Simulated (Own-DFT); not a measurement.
# Misfit strain and the stress it brings: wurtzite AlGaN with randomly placed atoms, 128 atoms (Al48Ga16N64)

The numbers are computed, not measured, by runs of the plane-wave DFT program Own-DFT (in-house, retired, unreviewed) at fixed positions, with no spin and no spin-orbit coupling.

All runs used: PBE; PseudoDojo norm-conserving scalar-relativistic files (stringent for Ga); cutoff 96 hartree; 3 x 3 x 3 k mesh centred on Gamma; Gaussian smearing of 0.01 eV.

Limits: k mesh not checked against a denser one; stress not checked against mesh or cutoff.

Unstrained cell vectors in Å: (12.525, 0.000, 0.000); (-6.262, 10.847, 0.000); (0.000, 0.000, 10.066). The unstrained cell has measured lattice constants (interpolated for alloys), not those of this functional. That, the random moves and any unrelaxed bonds set the pressure at no strain. Each run strains x and y alike by e, as a substrate would, and holds the height along z. Each atom got a random Gaussian move of width 0.05 Å along each axis. The random placing of the alloy's atoms differs from row to row. Stress is positive in tension.

| e (%) | u (Å) | (s_xx + s_yy)/2 (GPa) | s_zz (GPa) |
|---|---|---|---|
| -2.50 | 0.049 | -22.45 | -11.07 |
| -2.25 | 0.050 | -21.72 | -8.56 |
| -1.25 | 0.050 | ? | ? |
| -1.00 | 0.048 | -11.47 | -8.76 |
| -0.50 | 0.051 | -9.70 | -6.85 |
| -0.25 | 0.047 | -7.96 | -5.59 |
| 0.50 | 0.053 | -3.52 | -7.45 |
| 1.25 | 0.052 | 0.33 | -4.73 |
| 2.75 | 0.051 | 7.47 | -3.19 |
| 3.00 | 0.046 | 8.87 | -3.04 |

## What the rows give

With e as a fraction, the in-plane stress is -6.3 + 586 e - 2873 e² GPa (errors 11 and 602, scatter 0.57), and s_zz is -6.7 + 128 e GPa (slope ± 18, scatter 1.03). At e = 0 the first slope is C11 + C12 and the second 2 C13, both with the ions held to the strained lattice and at the cell's own pressure. The term in e² is negative: the layer stiffens under compression and softens under tension. A free layer would change its height as e changes, and the in-plane slope would drop by 2 C13²/C33 to the biaxial modulus. At fixed height, a misfit of 1 % moves the in-plane stress by about 5.9 GPa and s_zz by 1.3 GPa.

## Test on the hidden row

The question: what are the two stresses at e = -1.25 %?

The fit gives -14.1 and -8.3 GPa. The run itself gave -14.51 and -7.50 GPa.
